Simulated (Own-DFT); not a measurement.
## Calculated data, Hf36O71 (tetragonal hafnia with one neutral oxygen vacancy, atoms displaced)

All values are calculated (Own-DFT development build). A calculation, not a measurement: plane-wave PBE and HSE06 DFT by an unreviewed code, no spin, of a simulated cell at Gamma alone, so results move with cell size and shape, stress positive in tension, energies less offsets, not probed for a lower state with spin; hafnium file: forces about 75 meV/angstrom off all-electron values; oxygen file: force components 24 meV/angstrom off all-electron in a glass; k mesh not checked against a denser one; forces and stress are PBE's, HSE06 gives the energy alone, and its difference from PBE has offsets of its own; offsets are fitted by least squares, one for each functional and potential file, so energies compare only between cells with the same atoms and settings and are not formation energies; the far tail of each file's local potential was reset to the Coulomb form; each entry is a single point on an unrelaxed cell, so the pressure reflects the starting lattice, taken from the Materials Project, from which strain is counted, and rises with the displacements; printed positions are rounded, which can move forces by about a meV/angstrom; the program is a retired in-house code; no spin-orbit coupling.

Settings shared by all entries: first functional PBE; second functional HSE06; exact exchange share 0.25; screening 0.11 1/bohr; exchange divergence Gygi-Baldereschi; potential files PseudoDojo norm-conserving, scalar-relativistic, made for PBE, standard set; wave cutoff 48 hartree; occupations fixed; k mesh 1 x 1 x 1 centred on Gamma.

```json
{"entry": 1, "formula": "Hf36O71", "kind": "tetragonal hafnia with one neutral oxygen vacancy, atoms displaced", "structure": {"cell_angstrom": [[10.78, 0.0, 0.0], [0.0, 10.78, 0.0], [0.0, 0.0, 10.4493]], "atoms_fractional": [["Hf", 2e-05, 0.99499, 0.00161], ["Hf", 0.1655, 0.16229, 0.24897], ["O", 0.00241, 0.16956, 0.15441], ["O", 0.16948, 0.99668, 0.34793], ["O", 0.99702, 0.16274, 0.41261], ["O", 0.16865, 0.00391, 0.10109], ["Hf", 0.00929, 0.99531, 0.49306], ["Hf", 0.1754, 0.17045, 0.75239], ["O", 0.0007, 0.16417, 0.65476], ["O", 0.1634, 0.99032, 0.85782], ["O", 0.00017, 0.16439, 0.90122], ["O", 0.16718, 0.00371, 0.59555], ["Hf", 0.99547, 0.33873, 0.99454], ["Hf", 0.1629, 0.49817, 0.24653], ["O", 0.00645, 0.49579, 0.15292], ["O", 0.17796, 0.33701, 0.34693], ["O", 0.99343, 0.50197, 0.4064], ["O", 0.17487, 0.34408, 0.09698], ["Hf", 0.00044, 0.33014, 0.4976], ["Hf", 0.16122, 0.50919, 0.75164], ["O", 0.99361, 0.50228, 0.65037], ["O", 0.16443, 0.3251, 0.84455], ["O", 0.99612, 0.50529, 0.90436], ["O", 0.17012, 0.33782, 0.59123], ["Hf", 0.00236, 0.66957, 0.00528], ["Hf", 0.16713, 0.8349, 0.25178], ["O", 0.00153, 0.83032, 0.15423], ["O", 0.16497, 0.67511, 0.34527], ["O", 0.99724, 0.83831, 0.39845], ["O", 0.16094, 0.66634, 0.10334], ["Hf", 0.99742, 0.66422, 0.50397], ["Hf", 0.17442, 0.83232, 0.74521], ["O", 0.98878, 0.82794, 0.64373], ["O", 0.16609, 0.65722, 0.84504], ["O", 0.0046, 0.83492, 0.89878], ["O", 0.17376, 0.66765, 0.59696], ["Hf", 0.33311, 0.00217, 0.99816], ["Hf", 0.50027, 0.16294, 0.24795], ["O", 0.3313, 0.16098, 0.15265], ["O", 0.50047, 0.99415, 0.34295], ["O", 0.33436, 0.16984, 0.40563], ["O", 0.49725, 0.002, 0.08918], ["Hf", 0.33269, 0.00278, 0.48744], ["Hf", 0.49567, 0.16412, 0.7497], ["O", 0.33037, 0.17196, 0.64885], ["O", 0.5015, 0.00417, 0.84731], ["O", 0.33202, 0.17099, 0.90066], ["O", 0.50734, 0.99137, 0.59374], ["Hf", 0.33506, 0.33411, 0.00595], ["Hf", 0.49899, 0.49601, 0.25496], ["O", 0.3335, 0.50135, 0.1541], ["O", 0.49624, 0.33814, 0.34888], ["O", 0.33906, 0.50442, 0.40396], ["O", 0.49602, 0.32699, 0.10149], ["Hf", 0.33766, 0.33696, 0.4981], ["Hf", 0.50109, 0.51295, 0.75295], ["O", 0.32416, 0.4915, 0.64646], ["O", 0.4982, 0.32432, 0.84897], ["O", 0.33099, 0.49567, 0.90668], ["O", 0.49936, 0.33095, 0.58806], ["Hf", 0.32894, 0.67106, 0.00105], ["Hf", 0.5006, 0.83136, 0.25398], ["O", 0.33785, 0.8455, 0.15431], ["O", 0.50187, 0.67105, 0.3489], ["O", 0.34207, 0.83093, 0.40435], ["O", 0.50111, 0.65925, 0.09744], ["Hf", 0.32849, 0.67073, 0.49599], ["Hf", 0.49799, 0.83046, 0.75398], ["O", 0.33748, 0.82663, 0.65736], ["O", 0.49955, 0.67006, 0.84114], ["O", 0.34707, 0.82976, 0.89613], ["O", 0.49141, 0.67102, 0.59319], ["Hf", 0.65874, 0.00873, 0.9971], ["Hf", 0.83199, 0.16358, 0.25216], ["O", 0.66562, 0.16707, 0.14669], ["O", 0.83973, 0.99573, 0.35259], ["O", 0.66805, 0.16175, 0.39579], ["O", 0.83131, 0.00079, 0.09986], ["Hf", 0.67156, 0.00269, 0.49275], ["Hf", 0.82699, 0.17227, 0.7458], ["O", 0.83301, 0.99768, 0.84546], ["O", 0.66659, 0.16733, 0.89583], ["O", 0.83353, 0.00124, 0.5985], ["Hf", 0.66715, 0.33236, 0.00577], ["Hf", 0.82851, 0.50197, 0.25327], ["O", 0.66631, 0.49646, 0.1562], ["O", 0.83296, 0.32703, 0.35132], ["O", 0.66702, 0.50613, 0.4073], ["O", 0.83035, 0.33173, 0.09586], ["Hf", 0.66173, 0.331, 0.50308], ["Hf", 0.83614, 0.49878, 0.7522], ["O", 0.66644, 0.4901, 0.65294], ["O", 0.83325, 0.33092, 0.84377], ["O", 0.66456, 0.49979, 0.90276], ["O", 0.8319, 0.32988, 0.59925], ["Hf", 0.66507, 0.67927, 0.00339], ["Hf", 0.84237, 0.83753, 0.25654], ["O", 0.67173, 0.83234, 0.14733], ["O", 0.83384, 0.66662, 0.34474], ["O", 0.66982, 0.83292, 0.40236], ["O", 0.83476, 0.66761, 0.10095], ["Hf", 0.66481, 0.66249, 0.50035], ["Hf", 0.84036, 0.83603, 0.74805], ["O", 0.66013, 0.83076, 0.65187], ["O", 0.83212, 0.6731, 0.83962], ["O", 0.6633, 0.83927, 0.90546], ["O", 0.83897, 0.66524, 0.59912]]}, "results": {"PBE_energy_of_cell_above_offsets [eV]": "-97.029", "HSE06_less_PBE_above_offsets [eV]": "0.052", "PBE_pressure [GPa]": 2.48, "PBE_stress_xx [GPa]": -0.89, "PBE_stress_yy [GPa]": -3.52, "PBE_stress_zz [GPa]": -3.02, "PBE_stress_yz [GPa]": -0.45, "PBE_stress_xz [GPa]": 0.54, "PBE_stress_xy [GPa]": -0.13, "force_element": ["Hf", "Hf", "O", "O", "O", "O", "Hf", "Hf", "O", "O", "O", "O", "Hf", "Hf", "O", "O", "O", "O", "Hf", "Hf", "O", "O", "O", "O", "Hf", "Hf", "O", "O", "O", "O", "Hf", "Hf", "O", "O", "O", "O", "Hf", "Hf", "O", "O", "O", "O", "Hf", "Hf", "O", "O", "O", "O", "Hf", "Hf", "O", "O", "O", "O", "Hf", "Hf", "O", "O", "O", "O", "Hf", "Hf", "O", "O", "O", "O", "Hf", "Hf", "O", "O", "O", "O", "Hf", "Hf", "O", "O", "O", "O", "Hf", "Hf", "O", "O", "O", "Hf", "Hf", "O", "O", "O", "O", "Hf", "Hf", "O", "O", "O", "O", "Hf", "Hf", "O", "O", "O", "O", "Hf", "Hf", "O", "O", "O", "O"], "force_x [eV/angstrom]": [-0.472, 0.306, -0.28, 0.149, 0.638, -0.63, -2.062, -2.336, 0.309, 1.206, -0.133, 1.158, 1.033, 1.606, -2.263, -1.054, 0.476, -1.915, 0.298, 1.06, 1.433, -0.565, -0.064, -1.5, -1.707, 0.256, 0.539, 0.116, 0.526, 1.703, 0.008, -1.404, 3.644, 0.439, -0.147, -2.228, -0.628, -0.256, 0.227, -0.327, 0.272, 0.266, 1.262, 0.849, 1.117, -0.477, -0.321, -1.561, 0.143, -0.585, 0.169, 0.666, -0.028, 0.961, -1.559, -0.502, 1.433, 0.127, 0.282, 0.474, 0.933, 1.468, -1.005, 0.239, -0.721, -0.947, 1.251, 2.002, -1.335, 0.165, -1.447, 1.221, 1.8, 0.306, -0.057, -0.373, -0.45, 0.411, 0.072, 0.905, 0.094, 0.344, -0.248, -1.147, 0.685, -0.064, -0.021, 0.206, 0.901, 1.116, -1.426, -0.372, 0.417, -0.143, -0.018, 0.931, -2.001, -0.861, 0.243, 0.108, 0.277, 0.033, -2.665, 1.465, -0.09, -0.533, -1.822], "force_y [eV/angstrom]": [1.608, 1.287, 0.153, 0.65, 0.398, -0.285, 1.087, -1.062, 0.579, 0.505, 0.165, -1.281, -1.851, -0.086, -0.024, -0.849, -0.595, -0.616, 0.003, -4.39, 0.032, 2.787, -0.359, -0.597, 0.4, -0.509, 0.461, -1.143, -1.723, 0.539, 0.443, 0.585, 0.318, 3.803, -1.295, 0.185, 0.222, 0.698, 0.058, 1.536, -1.121, 0.473, 0.039, 0.888, -0.679, -0.41, -1.301, 1.318, 0.073, 1.698, 0.382, -1.862, 0.343, 0.154, 0.919, -3.189, 0.827, 1.653, 1.592, -0.414, -1.617, -0.811, -1.036, -0.987, 1.281, 0.735, -1.517, 2.191, 0.691, -0.898, 0.292, -1.245, -1.15, -0.097, -0.082, 1.543, 1.055, 0.199, -1.694, -1.9, 0.679, 0.553, 0.361, 0.537, -0.355, -0.369, 0.868, -1.762, 0.114, -0.013, 0.809, 0.903, 1.036, 0.393, -0.253, -0.489, -0.976, -0.136, 0.19, -0.237, -0.609, 2.524, 0.772, -0.701, -1.128, -0.4, -0.489], "force_z [eV/angstrom]": [-0.966, -0.235, 0.523, 0.516, -1.846, 0.122, 2.663, -0.453, 0.332, -1.255, 1.305, 0.245, 0.297, 0.826, -0.343, -0.585, -0.628, 0.048, 1.463, -2.19, 0.317, 0.53, -0.376, 0.012, -0.575, -0.961, -0.62, 0.482, -0.376, -0.786, -0.372, 0.282, -0.162, 1.699, 0.468, 0.711, -0.274, -0.061, 0.254, 0.045, -1.207, 1.074, 2.192, -0.761, -0.011, 0.019, 0.284, -0.503, -1.255, -0.662, 0.221, -0.194, -0.525, 0.451, 0.491, -0.927, 1.612, -0.431, -0.326, 1.219, 0.632, -0.917, -0.434, -0.294, -0.707, -0.572, 0.101, -1.761, -0.693, 1.708, 1.238, 0.711, -0.377, -0.48, 0.512, -0.446, -0.155, 0.119, 2.157, -0.679, 0.327, -0.01, -0.684, -1.456, -0.093, 0.18, -0.714, -0.991, 0.248, 0.061, -0.148, 0.154, 1.117, 0.457, -0.223, -0.139, -1.051, 1.031, 0.546, -0.285, -0.629, 1.114, -0.188, 0.576, 1.14, -0.119, -0.72]}}
{"entry": 2, "formula": "Hf36O71", "kind": "tetragonal hafnia with one neutral oxygen vacancy, atoms displaced", "structure": {"cell_angstrom": [[10.78, 0.0, 0.0], [0.0, 10.78, 0.0], [0.0, 0.0, 10.4493]], "atoms_fractional": [["Hf", 0.99157, 0.00438, 0.99855], ["Hf", 0.16264, 0.16164, 0.25586], ["O", 0.99239, 0.16063, 0.15317], ["O", 0.165, 0.00128, 0.34037], ["O", 0.99414, 0.16701, 0.4089], ["O", 0.1787, 0.00466, 0.09691], ["Hf", 0.99786, 0.99621, 0.50256], ["Hf", 0.16817, 0.16429, 0.74656], ["O", 0.99444, 0.1721, 0.65065], ["O", 0.16679, 0.99854, 0.84863], ["O", 0.00203, 0.16834, 0.91003], ["O", 0.16986, 0.00347, 0.59707], ["Hf", 0.00192, 0.33735, 0.99845], ["Hf", 0.16199, 0.49384, 0.25344], ["O", 0.00019, 0.49657, 0.1555], ["O", 0.16918, 0.33093, 0.35175], ["O", 0.99588, 0.50237, 0.39757], ["O", 0.16209, 0.33848, 0.0978], ["Hf", 0.0033, 0.33337, 0.49987], ["Hf", 0.16669, 0.50156, 0.75067], ["O", 0.99902, 0.49733, 0.64738], ["O", 0.15929, 0.33725, 0.85522], ["O", 0.00317, 0.49032, 0.90052], ["O", 0.16933, 0.33135, 0.59482], ["Hf", 0.99405, 0.66602, 0.99683], ["Hf", 0.16994, 0.82945, 0.2574], ["O", 0.99018, 0.84227, 0.15026], ["O", 0.17618, 0.67323, 0.3604], ["O", 0.00787, 0.83926, 0.39407], ["O", 0.16985, 0.66345, 0.10461], ["Hf", 0.00404, 0.66897, 0.50039], ["Hf", 0.16438, 0.8318, 0.74516], ["O", 0.00127, 0.83337, 0.65745], ["O", 0.16595, 0.66584, 0.84624], ["O", 0.9939, 0.83606, 0.90321], ["O", 0.16953, 0.66673, 0.60052], ["Hf", 0.33551, 0.00039, 0.99838], ["Hf", 0.49904, 0.17364, 0.24276], ["O", 0.33734, 0.16538, 0.15405], ["O", 0.50157, 0.00508, 0.35804], ["O", 0.33503, 0.16046, 0.39855], ["O", 0.50499, 0.00415, 0.10282], ["Hf", 0.32791, 0.00318, 0.50998], ["Hf", 0.50369, 0.17928, 0.75263], ["O", 0.33373, 0.16262, 0.65236], ["O", 0.50274, 0.99641, 0.84963], ["O", 0.33429, 0.16784, 0.90165], ["O", 0.50188, 0.00199, 0.60191], ["Hf", 0.33635, 0.33853, 0.9949], ["Hf", 0.50451, 0.50397, 0.25858], ["O", 0.33963, 0.50186, 0.15381], ["O", 0.49633, 0.33398, 0.3463], ["O", 0.33743, 0.49401, 0.40602], ["O", 0.49943, 0.33295, 0.09359], ["Hf", 0.3335, 0.3361, 0.50114], ["Hf", 0.49738, 0.49777, 0.74928], ["O", 0.33434, 0.49442, 0.65489], ["O", 0.50223, 0.33159, 0.84999], ["O", 0.33376, 0.49922, 0.8998], ["O", 0.50092, 0.3332, 0.59959], ["Hf", 0.32426, 0.65798, 0.99834], ["Hf", 0.49218, 0.83028, 0.25289], ["O", 0.33411, 0.83764, 0.14654], ["O", 0.50192, 0.67103, 0.35135], ["O", 0.33997, 0.83883, 0.40753], ["O", 0.50212, 0.66821, 0.09507], ["Hf", 0.32929, 0.66442, 0.49814], ["Hf", 0.49735, 0.83047, 0.75707], ["O", 0.33571, 0.84142, 0.64372], ["O", 0.50154, 0.65724, 0.84988], ["O", 0.34059, 0.83864, 0.90224], ["O", 0.49773, 0.66342, 0.59771], ["Hf", 0.66791, 0.99282, 0.0043], ["Hf", 0.82506, 0.16333, 0.25542], ["O", 0.66836, 0.16407, 0.15469], ["O", 0.83801, 0.00084, 0.34657], ["O", 0.65998, 0.16517, 0.40281], ["O", 0.82962, 0.99853, 0.10391], ["Hf", 0.67274, 0.00362, 0.50193], ["Hf", 0.84244, 0.16678, 0.75227], ["O", 0.66444, 0.16644, 0.65735], ["O", 0.83694, 0.00234, 0.84201], ["O", 0.65611, 0.15634, 0.90024], ["O", 0.83262, 0.00131, 0.60474], ["Hf", 0.66928, 0.34198, 0.99658], ["Hf", 0.83292, 0.50949, 0.23883], ["O", 0.66324, 0.50158, 0.15388], ["O", 0.83144, 0.32695, 0.34388], ["O", 0.66315, 0.50273, 0.41008], ["O", 0.83912, 0.3254, 0.10352], ["Hf", 0.66525, 0.33391, 0.50477], ["Hf", 0.83125, 0.50617, 0.75199], ["O", 0.66067, 0.50055, 0.65466], ["O", 0.66377, 0.49712, 0.89443], ["O", 0.81843, 0.33865, 0.60122], ["Hf", 0.65914, 0.67234, 0.997], ["Hf", 0.83343, 0.83122, 0.25298], ["O", 0.66978, 0.83947, 0.15091], ["O", 0.82666, 0.67177, 0.35426], ["O", 0.66558, 0.82393, 0.39848], ["O", 0.82438, 0.66838, 0.09867], ["Hf", 0.66545, 0.66077, 0.50431], ["Hf", 0.83225, 0.83057, 0.75532], ["O", 0.67195, 0.83904, 0.65478], ["O", 0.83324, 0.66518, 0.85336], ["O", 0.67013, 0.83085, 0.89551], ["O", 0.83502, 0.66109, 0.60287]]}, "results": {"PBE_energy_of_cell_above_offsets [eV]": "-96.338", "HSE06_less_PBE_above_offsets [eV]": "0.148", "PBE_pressure [GPa]": 1.67, "PBE_stress_xx [GPa]": -1.09, "PBE_stress_yy [GPa]": -2.17, "PBE_stress_zz [GPa]": -1.74, "PBE_stress_yz [GPa]": 0.63, "PBE_stress_xz [GPa]": 0.42, "PBE_stress_xy [GPa]": 0.02, "force_element": ["Hf", "Hf", "O", "O", "O", "O", "Hf", "Hf", "O", "O", "O", "O", "Hf", "Hf", "O", "O", "O", "O", "Hf", "Hf", "O", "O", "O", "O", "Hf", "Hf", "O", "O", "O", "O", "Hf", "Hf", "O", "O", "O", "O", "Hf", "Hf", "O", "O", "O", "O", "Hf", "Hf", "O", "O", "O", "O", "Hf", "Hf", "O", "O", "O", "O", "Hf", "Hf", "O", "O", "O", "O", "Hf", "Hf", "O", "O", "O", "O", "Hf", "Hf", "O", "O", "O", "O", "Hf", "Hf", "O", "O", "O", "O", "Hf", "Hf", "O", "O", "O", "O", "Hf", "Hf", "O", "O", "O", "O", "Hf", "Hf", "O", "O", "O", "Hf", "Hf", "O", "O", "O", "O", "Hf", "Hf", "O", "O", "O", "O"], "force_x [eV/angstrom]": [0.995, 0.719, 1.348, -0.2, 0.927, -2.462, -0.682, 0.513, 1.695, -0.32, -0.554, -3.101, -0.485, 1.212, -0.278, -0.627, 0.777, 1.385, -1.619, -0.53, 0.593, 1.021, -0.945, -0.595, 0.114, -0.057, 2.235, -0.6, -0.245, -1.672, -1.203, 1.807, -0.265, -0.101, 0.39, -0.668, 1.063, 0.257, -1.501, 0.19, -0.863, -0.639, 4.698, 0.301, -0.493, -0.312, -0.369, 0.067, -0.628, -0.704, -0.979, 0.206, -0.464, 0.474, 0.857, 0.86, -1.059, -0.442, -0.401, -0.759, 1.777, 1.499, -0.5, -0.805, -0.847, -1.048, 1.796, 0.262, -1.072, -0.092, -0.514, -0.456, -1.222, 0.577, -0.366, -0.183, 0.966, 0.349, -3.116, -2.749, 1.391, 0.421, 0.959, 1.523, 0.29, -0.407, 0.635, -0.009, -0.067, -1.303, -0.245, -0.497, 0.794, 0.978, 2.95, -0.181, -1.483, -0.861, 1.296, 0.274, 1.563, -0.024, -0.815, -0.555, 0.668, 0.033, 0.54], "force_y [eV/angstrom]": [-0.199, 0.187, -0.325, -1.161, -0.387, -0.06, 1.132, 0.348, 0.116, -0.069, 0.314, -0.039, -2.174, -0.101, 1.035, 0.592, 0.408, 0.359, 0.052, -1.443, 0.16, -0.642, 3.362, 0.038, 0.836, 1.858, -1.271, -1.755, -1.48, 0.116, -0.495, 1.17, -0.12, 0.312, -1.374, -0.074, 0.734, -2.148, 0.725, -1.067, 1.581, -0.453, 0.398, -4.123, 0.606, -0.007, 0.779, -0.222, -2.163, -0.645, 0.184, 0.801, 1.636, 0.21, -2.352, 0.178, 0.161, 2.07, 0.191, -0.043, 1.942, 2.995, -0.848, -1.35, -1.174, 0.175, 1.114, 1.869, -1.087, 1.161, -2.519, 0.043, 1.409, 0.689, 0.47, -1.228, 0.817, 0.156, -1.102, 0.887, 0.261, -0.478, 2.017, -0.069, -2.755, -1.554, -0.368, 2.262, -0.912, 1.558, -1.062, -1.855, 0.434, 0.813, -0.052, -0.481, 1.301, -0.884, -1.408, 1.353, -0.85, 2.076, 0.955, -0.857, -0.215, -0.22, 0.305], "force_z [eV/angstrom]": [2.048, -2.241, 0.699, 1.399, 0.203, -0.1, -0.602, 1.164, 0.056, -1.053, -1.565, 0.943, 1.281, -0.621, -0.86, 0.025, 0.291, 0.709, -0.076, -0.343, 0.525, -1.662, -0.504, 0.716, 0.56, -1.977, -0.013, -0.632, 1.396, -0.323, -0.082, 0.955, -1.302, 0.739, 0.032, 0.402, 0.71, 1.299, -0.386, -1.681, 0.918, -0.537, -1.716, -0.473, 0.305, -0.24, -0.301, -0.247, 1.642, -0.443, 0.125, 0.209, -0.417, -0.128, -0.608, -0.335, -0.282, 0.647, -0.468, 0.365, 0.936, 0.459, 1.015, -0.136, -1.074, 0.263, 0.202, -1.26, 1.601, 0.041, -0.549, 0.28, 0.154, -1.177, -0.516, 1.525, 0.568, -1.225, -0.31, 0.376, -0.475, 1.183, 0.875, -0.775, 0.839, 2.053, -0.505, 0.732, -1.159, -1.717, -1.326, -1.037, 0.154, 0.75, 0.542, 0.253, -0.232, -0.171, -0.504, 0.958, 0.001, 0.102, -0.758, 0.194, 0.315, 0.446, -0.059]}}
```
